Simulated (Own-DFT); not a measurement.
# Computed records: Hf₃₆O₇₁ (tetragonal hafnia with one neutral oxygen vacancy, atoms displaced)

All values are calculated (Own-DFT development build). A calculation, not a measurement: plane-wave PBE and HSE06 DFT by an unreviewed code, no spin, of a simulated cell at Gamma alone, so results move with cell size and shape, stress positive in tension, energies less offsets, not probed for a lower state with spin; hafnium file: forces about 75 meV/angstrom off all-electron values; oxygen file: force components 24 meV/angstrom off all-electron in a glass; k mesh not checked against a denser one; forces and stress are PBE's, HSE06 gives the energy alone, and its difference from PBE has offsets of its own; offsets are fitted by least squares, one for each functional and potential file, so energies compare only between cells with the same atoms and settings and are not formation energies; the far tail of each file's local potential was reset to the Coulomb form; each entry is a single point on an unrelaxed cell, so the pressure reflects the starting lattice, taken from the Materials Project, from which strain is counted, and rises with the displacements; printed positions are rounded, which can move forces by about a meV/angstrom; the program is a retired in-house code; no spin-orbit coupling.

Settings shared by all entries: first functional PBE; second functional HSE06; exact exchange share 0.25; screening 0.11 1/bohr; exchange divergence Gygi-Baldereschi; potential files PseudoDojo norm-conserving, scalar-relativistic, made for PBE, standard set; wave cutoff 48 hartree; occupations fixed; k mesh 1 x 1 x 1 centred on Gamma.

(1) Hf₃₆O₇₁ (tetragonal hafnia with one neutral oxygen vacancy, atoms displaced)

```
cell vectors (Å)
  10.7800     0.0000     0.0000
   0.0000    10.7800     0.0000
   0.0000     0.0000    10.4493
atoms (fractions of the cell vectors)
Hf  0.99439  0.99558  0.99815
Hf  0.16887  0.16924  0.24570
O   0.99913  0.16675  0.15666
O   0.17348  0.00046  0.34950
O   0.99966  0.16331  0.40053
O   0.16531  0.99868  0.09952
Hf  0.00384  0.99729  0.50036
Hf  0.16396  0.16480  0.74838
O   0.99929  0.16634  0.65650
O   0.16223  0.00058  0.85144
O   0.00071  0.16424  0.89793
O   0.16562  0.99562  0.59492
Hf  0.00007  0.33240  0.99991
Hf  0.16739  0.49691  0.24501
O   0.99854  0.50281  0.14875
O   0.17025  0.33041  0.35213
O   0.99853  0.50010  0.39933
O   0.16623  0.33665  0.09520
Hf  0.99364  0.33333  0.50827
Hf  0.17087  0.50010  0.75523
O   0.99910  0.49742  0.64884
O   0.17337  0.33653  0.84920
O   0.00122  0.50069  0.89973
O   0.16755  0.32976  0.60223
Hf  0.99802  0.66583  0.00100
Hf  0.16708  0.83109  0.24896
O   0.99927  0.83186  0.15091
O   0.17294  0.66946  0.34811
O   0.99821  0.83378  0.40735
O   0.17014  0.66811  0.09546
Hf  0.99506  0.66360  0.49824
Hf  0.16862  0.83765  0.74883
O   0.00172  0.83236  0.65517
O   0.16391  0.67282  0.84764
O   0.99764  0.83123  0.89844
O   0.16725  0.66723  0.59680
Hf  0.32890  0.99747  0.99645
Hf  0.50171  0.17288  0.25079
O   0.32991  0.16621  0.15410
O   0.49568  0.00197  0.34625
O   0.33381  0.16718  0.40311
O   0.49734  0.99607  0.10148
Hf  0.33185  0.99771  0.49688
Hf  0.49750  0.16573  0.74730
O   0.33329  0.16716  0.64795
O   0.50164  0.00300  0.84645
O   0.33583  0.16409  0.90346
O   0.49962  0.99828  0.59826
Hf  0.33396  0.33632  0.00304
Hf  0.50122  0.50553  0.24548
O   0.33142  0.49975  0.15461
O   0.50052  0.32955  0.34924
O   0.33173  0.49842  0.39944
O   0.50032  0.33794  0.09618
Hf  0.33268  0.33933  0.49602
Hf  0.49704  0.50219  0.74509
O   0.33341  0.49960  0.64909
O   0.49565  0.33289  0.84818
O   0.33855  0.50081  0.90428
O   0.50086  0.33221  0.60034
Hf  0.33021  0.66542  0.99595
Hf  0.49929  0.83806  0.25089
O   0.33522  0.83323  0.15000
O   0.49588  0.66775  0.34596
O   0.33609  0.83227  0.40399
O   0.49720  0.66611  0.09725
Hf  0.33528  0.66560  0.50459
Hf  0.50471  0.83085  0.74763
O   0.33590  0.83195  0.65419
O   0.49538  0.66346  0.84546
O   0.33379  0.82968  0.90065
O   0.49632  0.66680  0.59271
Hf  0.66493  0.99903  0.99813
Hf  0.83206  0.16935  0.24841
O   0.66291  0.16360  0.14516
O   0.83560  0.00324  0.34769
O   0.66738  0.16842  0.40347
O   0.82864  0.99819  0.09814
Hf  0.66600  0.99946  0.50409
Hf  0.83629  0.16082  0.75081
O   0.66605  0.16972  0.65573
O   0.82728  0.99905  0.84377
O   0.67044  0.16829  0.90268
O   0.83012  0.00322  0.59627
Hf  0.66583  0.33106  0.99550
Hf  0.83424  0.50050  0.25068
O   0.66605  0.50036  0.14336
O   0.83330  0.34110  0.35030
O   0.66571  0.50098  0.39893
O   0.83585  0.33161  0.09877
Hf  0.66684  0.33516  0.50053
Hf  0.83523  0.49497  0.74864
O   0.66638  0.50364  0.64677
O   0.82813  0.33675  0.84265
O   0.66275  0.49649  0.89945
O   0.83351  0.33371  0.59866
Hf  0.66800  0.66284  0.99819
Hf  0.83218  0.83465  0.24761
O   0.66417  0.83432  0.15066
O   0.83091  0.66494  0.34535
O   0.66407  0.83062  0.40093
O   0.83427  0.66329  0.10090
Hf  0.66514  0.66840  0.49964
Hf  0.83870  0.83571  0.74690
O   0.83481  0.66484  0.85024
O   0.66605  0.83647  0.90460
O   0.83083  0.66833  0.59442
```

- PBE energy of cell above offsets: -100.844 eV
- HSE06 less PBE above offsets: -0.134 eV
- PBE pressure: 0.53 GPa
- PBE stress xx: -0.81 GPa
- PBE stress yy: 0.14 GPa
- PBE stress zz: -0.91 GPa
- PBE stress yz: -0.04 GPa
- PBE stress xz: 0.68 GPa
- PBE stress xy: -0.06 GPa

Force:
| element | x (eV/Å) | y (eV/Å) | z (eV/Å) |
| --- | --- | --- | --- |
| Hf | 0.933 | 0.087 | 0.662 |
| Hf | -0.288 | -0.778 | 1.596 |
| O | -0.022 | 0.101 | -0.945 |
| O | -0.465 | -0.333 | -0.365 |
| O | -0.183 | 0.679 | 0.965 |
| O | -0.641 | 0.014 | -0.58 |
| Hf | -0.777 | 0.707 | -1.075 |
| Hf | 1.532 | 1.02 | 0.141 |
| O | 0.09 | -0.1 | -0.783 |
| O | 0.253 | -0.183 | -0.475 |
| O | -0.377 | 0.445 | 0.684 |
| O | 0.272 | 0.207 | 1.031 |
| Hf | -0.232 | 0.174 | -0.13 |
| Hf | -0.302 | 0.457 | 1.437 |
| O | 0.511 | -0.201 | 0.036 |
| O | -0.228 | 0.745 | -0.909 |
| O | 0.198 | -0.151 | 0.235 |
| O | -0.471 | -0.064 | 0.511 |
| Hf | 1.755 | -0.135 | -1.588 |
| Hf | -0.771 | 0.419 | -0.846 |
| O | 0.413 | 0.114 | 0.326 |
| O | -0.38 | -0.798 | 0.023 |
| O | 0.138 | -0.554 | 0.152 |
| O | -0.55 | 0.269 | -0.217 |
| Hf | 0.113 | -0.068 | -0.185 |
| Hf | 0.894 | 0.446 | 0.101 |
| O | -0.119 | 0.054 | -0.012 |
| O | -0.618 | -0.74 | -0.601 |
| O | -0.023 | -0.392 | -0.578 |
| O | -1.019 | -0.219 | 0.218 |
| Hf | 1.101 | 0.005 | 0.008 |
| Hf | 0.406 | -0.775 | 0 |
| O | -0.274 | 0.322 | -0.384 |
| O | 0.289 | -1.108 | -0.133 |
| O | -0.322 | 0.667 | 0.535 |
| O | -0.517 | -0.125 | 0.118 |
| Hf | 0.875 | -0.084 | 0.936 |
| Hf | -0.623 | -1.376 | -0.179 |
| O | 0.956 | 0.49 | -0.531 |
| O | 0.403 | 0.315 | 0.379 |
| O | 0.065 | 0.142 | 0.052 |
| O | -0.001 | 0.18 | -1.012 |
| Hf | 0.442 | 0.846 | -0.501 |
| Hf | -0.274 | 0.61 | 0.204 |
| O | -0.46 | -0.534 | 0.772 |
| O | 0.037 | -1.009 | -0.101 |
| O | -0.421 | 0.381 | 0.093 |
| O | 0.505 | -0.451 | 0.002 |
| Hf | 0.654 | -1.008 | -0.879 |
| Hf | 0.273 | -0.142 | 0.335 |
| O | 0.251 | -0.3 | -0.553 |
| O | 0.049 | 1.536 | -0.088 |
| O | 0.213 | 0.692 | 0.089 |
| O | -0.126 | -0.328 | 0.332 |
| Hf | -0.16 | -1.695 | 0.409 |
| Hf | 1.136 | -1.249 | 0.63 |
| O | -0.303 | 0.129 | 0.24 |
| O | 0.115 | 0.096 | -0.245 |
| O | -0.748 | -0.098 | -0.6 |
| O | -0.105 | 0.399 | -0.54 |
| Hf | 0.882 | 0.898 | 0.716 |
| Hf | -0.406 | -0.077 | -0.443 |
| O | -0.8 | -0.013 | 0.351 |
| O | 0.243 | -0.285 | -0.019 |
| O | -0.014 | -0.064 | 0.053 |
| O | 0.416 | -0.421 | -0.422 |
| Hf | -1.598 | 0.317 | -1.709 |
| Hf | 0.02 | 0.738 | 0.45 |
| O | -0.124 | 0.112 | 0.01 |
| O | 0.549 | 0.785 | -0.381 |
| O | -0.158 | 0.865 | -0.139 |
| O | 1.454 | 0.297 | 1.114 |
| Hf | -1.37 | 0.545 | 0.628 |
| Hf | -0.14 | -0.024 | 0.616 |
| O | 0.55 | 0.472 | 0.856 |
| O | -0.377 | -0.726 | -0.467 |
| O | 0.146 | -0.137 | -0.141 |
| O | 0.9 | 0.025 | -0.292 |
| Hf | -0.489 | 0.284 | -0.973 |
| Hf | -1.544 | 1.052 | -0.032 |
| O | 0.443 | -0.268 | -0.324 |
| O | 0.67 | -0.29 | 0.578 |
| O | 0.122 | -0.472 | -0.235 |
| O | 0.787 | -0.598 | 0.564 |
| Hf | -0.138 | 0.368 | 0.296 |
| Hf | -0.471 | 0.311 | -0.502 |
| O | 0.352 | 0.129 | 0.788 |
| O | 0.014 | -1.512 | -0.033 |
| O | -0.306 | -0.059 | -0.06 |
| O | -0.301 | -0.101 | -0.378 |
| Hf | -0.7 | 0.035 | -0.071 |
| Hf | -0.714 | 1.284 | -0.077 |
| O | 0.062 | -0.149 | 0.412 |
| O | 0.628 | -1.159 | 0.681 |
| O | 0.134 | 0.645 | -0.23 |
| O | -0.575 | -0.046 | 0.317 |
| Hf | -0.295 | -0.038 | 0.256 |
| Hf | -0.471 | 0.185 | 0.369 |
| O | 0.689 | -0.279 | 0.293 |
| O | 0.279 | 0.677 | 0.261 |
| O | 0.234 | 0.94 | 0.717 |
| O | -0.399 | 0.454 | -0.502 |
| Hf | 0.021 | -0.671 | -0.444 |
| Hf | -1.066 | -1.259 | 0.322 |
| O | -0.248 | 0.197 | -0.489 |
| O | -0.179 | -1.293 | -0.884 |
| O | 0.214 | 0.567 | 0.381 |

(2) Hf₃₆O₇₁ (tetragonal hafnia with one neutral oxygen vacancy, atoms displaced)

```
cell vectors (Å)
  10.7800     0.0000     0.0000
   0.0000    10.7800     0.0000
   0.0000     0.0000    10.4493
atoms (fractions of the cell vectors)
Hf  0.99917  0.00015  0.99872
Hf  0.16778  0.16455  0.25513
O   0.00545  0.16695  0.14966
O   0.16463  0.00377  0.35152
O   0.99462  0.16969  0.39956
O   0.16479  0.00018  0.09613
Hf  0.00432  0.00395  0.50255
Hf  0.16594  0.16485  0.75151
O   0.00307  0.17070  0.65549
O   0.17293  0.00380  0.85420
O   0.00067  0.16994  0.90216
O   0.17028  0.99907  0.59637
Hf  0.99839  0.33416  0.99314
Hf  0.16743  0.49952  0.24974
O   0.99536  0.49681  0.16187
O   0.16757  0.33501  0.34383
O   0.00126  0.50124  0.40012
O   0.16853  0.32814  0.09506
Hf  0.00068  0.33487  0.50156
Hf  0.16198  0.49822  0.74391
O   0.99980  0.50211  0.65010
O   0.16872  0.33729  0.85353
O   0.99592  0.49532  0.90151
O   0.16283  0.33565  0.59745
Hf  0.00092  0.66498  0.00373
Hf  0.16891  0.83201  0.24766
O   0.99888  0.83341  0.15450
O   0.16620  0.66701  0.34613
O   0.00347  0.83215  0.40042
O   0.16932  0.66983  0.09255
Hf  0.00126  0.66445  0.49941
Hf  0.16372  0.83560  0.75000
O   0.99994  0.83429  0.64897
O   0.16631  0.66601  0.84835
O   0.99994  0.83632  0.90296
O   0.16627  0.66769  0.59650
Hf  0.33540  0.99825  0.99510
Hf  0.50272  0.16748  0.25212
O   0.33212  0.16228  0.15023
O   0.50061  0.99765  0.35148
O   0.33901  0.16583  0.40101
O   0.49562  0.99465  0.09891
Hf  0.33362  0.99867  0.49966
Hf  0.49844  0.16740  0.74481
O   0.33195  0.16929  0.65465
O   0.49920  0.99911  0.85322
O   0.32904  0.16515  0.90095
O   0.49622  0.99660  0.59798
Hf  0.33662  0.33200  0.00199
Hf  0.49808  0.49888  0.24767
O   0.33237  0.50003  0.15450
O   0.49706  0.33218  0.34957
O   0.33276  0.49634  0.40355
O   0.50058  0.33617  0.10066
Hf  0.33073  0.33024  0.49844
Hf  0.49991  0.49724  0.74448
O   0.33285  0.50073  0.65557
O   0.49793  0.32978  0.85064
O   0.33055  0.50133  0.90307
O   0.49840  0.33204  0.60036
Hf  0.33726  0.66889  0.00371
Hf  0.50233  0.82656  0.25019
O   0.33355  0.83230  0.15155
O   0.49700  0.66618  0.34735
O   0.50227  0.66625  0.10029
Hf  0.33137  0.66367  0.49779
Hf  0.50199  0.83246  0.75332
O   0.33145  0.83589  0.65321
O   0.49823  0.66358  0.84549
O   0.33171  0.83362  0.90419
O   0.50155  0.66656  0.59909
Hf  0.66520  0.00442  0.00079
Hf  0.83578  0.16936  0.25118
O   0.66416  0.16276  0.15516
O   0.83688  0.99691  0.34954
O   0.66703  0.16686  0.40554
O   0.83616  0.99561  0.09470
Hf  0.66382  0.99990  0.50025
Hf  0.83250  0.16391  0.75601
O   0.66977  0.16609  0.65080
O   0.83822  0.99879  0.84925
O   0.67254  0.16742  0.89964
O   0.83584  0.99761  0.59946
Hf  0.66596  0.32903  0.99594
Hf  0.83093  0.49940  0.25042
O   0.66429  0.49917  0.15522
O   0.83411  0.33225  0.34785
O   0.66749  0.50419  0.39955
O   0.83119  0.33142  0.09662
Hf  0.66692  0.33673  0.49771
Hf  0.83718  0.49700  0.75189
O   0.66770  0.50395  0.64640
O   0.83437  0.33375  0.85091
O   0.66747  0.49944  0.90406
O   0.83365  0.33692  0.59707
Hf  0.66851  0.66905  0.99498
Hf  0.83444  0.83463  0.24494
O   0.66624  0.83396  0.15364
O   0.83522  0.67095  0.34323
O   0.66639  0.83309  0.40666
O   0.83238  0.66712  0.09996
Hf  0.66762  0.66933  0.49901
Hf  0.83464  0.83328  0.75082
O   0.66891  0.83141  0.65466
O   0.82976  0.67003  0.84637
O   0.66703  0.83377  0.89849
O   0.83479  0.67138  0.60321
```

- PBE energy of cell above offsets: -100.998 eV
- HSE06 less PBE above offsets: -0.141 eV
- PBE pressure: 0.55 GPa
- PBE stress xx: -0.33 GPa
- PBE stress yy: -0.24 GPa
- PBE stress zz: -1.07 GPa
- PBE stress yz: 0.39 GPa
- PBE stress xz: -0.08 GPa
- PBE stress xy: 0.03 GPa

Force:
| element | x (eV/Å) | y (eV/Å) | z (eV/Å) |
| --- | --- | --- | --- |
| Hf | 0.818 | 0.444 | 0.617 |
| Hf | 0.065 | 0.422 | -1.984 |
| O | -1.179 | -0.089 | 0.669 |
| O | 0.483 | -0.878 | 0.011 |
| O | 0.405 | -0.007 | 0.585 |
| O | 0.363 | -0.501 | 0.325 |
| Hf | -1.063 | -1.298 | -0.813 |
| Hf | 0.595 | 0.735 | 1.122 |
| O | -0.683 | -0.329 | -0.396 |
| O | -0.795 | -0.725 | -1.259 |
| O | -0.209 | -0.702 | -0.476 |
| O | -0.495 | 0.419 | 0.694 |
| Hf | 1.006 | -0.903 | 1.85 |
| Hf | -0.428 | -0.278 | -0.168 |
| O | 1.152 | 0.39 | -1.455 |
| O | 0.081 | -0.485 | 0.857 |
| O | -0.037 | -0.437 | 0.684 |
| O | -0.323 | 0.774 | 0.107 |
| Hf | -0.74 | 0.005 | -0.683 |
| Hf | 1.581 | 0.45 | 1.691 |
| O | -0.459 | -0.129 | -0.087 |
| O | -0.465 | -0.522 | -1.338 |
| O | -0.154 | 1.649 | -0.242 |
| O | 0.742 | 0.072 | -0.049 |
| Hf | 0.03 | 0.614 | -0.584 |
| Hf | -0.644 | 0.787 | 0.388 |
| O | 0.548 | -0.394 | -0.707 |
| O | 0.783 | -0.217 | -0.043 |
| O | 0.169 | 0.346 | 0.596 |
| O | -0.788 | -0.296 | 0.794 |
| Hf | -0.688 | 1.329 | -0.343 |
| Hf | 0.385 | -0.563 | 0.338 |
| O | 0.504 | 0.202 | 0.578 |
| O | -0.623 | 0.052 | -0.677 |
| O | 0.185 | -0.975 | -0.043 |
| O | 0.185 | -0.267 | -0.093 |
| Hf | -0.822 | 0.83 | 1.045 |
| Hf | -1.352 | -0.745 | -0.031 |
| O | 0.738 | 0.329 | 0.677 |
| O | -0.165 | -0.127 | -0.342 |
| O | -0.485 | 0.097 | 0.408 |
| O | 1.26 | 0.321 | -0.168 |
| Hf | 0.235 | -1.065 | -0.542 |
| Hf | -0.089 | -0.17 | 0.526 |
| O | -0.047 | 0.133 | -0.528 |
| O | 0.338 | 0.623 | -0.673 |
| O | 0.592 | 0.496 | -0.039 |
| O | 0.645 | 0.442 | 0.43 |
| Hf | -1.206 | 0.107 | -0.596 |
| Hf | 0.497 | -0.17 | 0.199 |
| O | 0.081 | 0.192 | -0.185 |
| O | 0.423 | 0.385 | 0.065 |
| O | -0.098 | 0.368 | 0.093 |
| O | 0.363 | -0.351 | -0.049 |
| Hf | 0.343 | 0.143 | 0.162 |
| Hf | -0.061 | 0.392 | 0.716 |
| O | -0.231 | -0.167 | -0.588 |
| O | 0.435 | 0.06 | -0.373 |
| O | 0.557 | -0.131 | 0.556 |
| O | 0.313 | 0.014 | -0.308 |
| Hf | -0.233 | -0.724 | -1.219 |
| Hf | -0.353 | 1.315 | -0.103 |
| O | 0.269 | -0.327 | 0.819 |
| O | -0.45 | -0.254 | 0.372 |
| O | 0.134 | 0.095 | -0.227 |
| Hf | 0.443 | 0.839 | 0.435 |
| Hf | -0.308 | -0.293 | -0.611 |
| O | 0.246 | -0.213 | -0.089 |
| O | 0.271 | 0.359 | 0.303 |
| O | 0.282 | -0.617 | -0.376 |
| O | -0.603 | 0.012 | -0.547 |
| Hf | -0.396 | -1.131 | 0.558 |
| Hf | 0.78 | -0.776 | -0.194 |
| O | 0.618 | -0.119 | -0.648 |
| O | -0.347 | 0.799 | -0.479 |
| O | -0.105 | 0.186 | -0.362 |
| O | -0.913 | 0.429 | 0.18 |
| Hf | 0.715 | -0.236 | 0.192 |
| Hf | 0.36 | -0.141 | -0.981 |
| O | -0.529 | -0.041 | 0.432 |
| O | -0.323 | 0.512 | 0.01 |
| O | -0.096 | -0.538 | 0.014 |
| O | -0.243 | 0.476 | -0.1 |
| Hf | -0.039 | 1.452 | 0.905 |
| Hf | -0.607 | 0.555 | 0.233 |
| O | 0.28 | -0.018 | -0.296 |
| O | -0.408 | 0.39 | 0.122 |
| O | -0.03 | -0.605 | 0.191 |
| O | -0.113 | -0.239 | 0.001 |
| Hf | 0.096 | 0.129 | 0.284 |
| Hf | -1.083 | 0.91 | -0.448 |
| O | 0.118 | -0.597 | 0.73 |
| O | -0.201 | -0.319 | -0.471 |
| O | 0.062 | -0.299 | -0.277 |
| O | -0.003 | 0.054 | 0.164 |
| Hf | 0.046 | -0.407 | 0.479 |
| Hf | 0.186 | 0.164 | 1.019 |
| O | 0.131 | 0.029 | -0.428 |
| O | -0.167 | -0.775 | 0.56 |
| O | -0.236 | 0.16 | -0.514 |
| O | 0.084 | -0.176 | -0.789 |
| Hf | 0.434 | -0.183 | 0.881 |
| Hf | 0.096 | -0.012 | -0.824 |
| O | -0.639 | 0.374 | -0.052 |
| O | 0.316 | -1.042 | 0.548 |
| O | -0.223 | 0.547 | 0.615 |
| O | 0.106 | -0.399 | -0.932 |
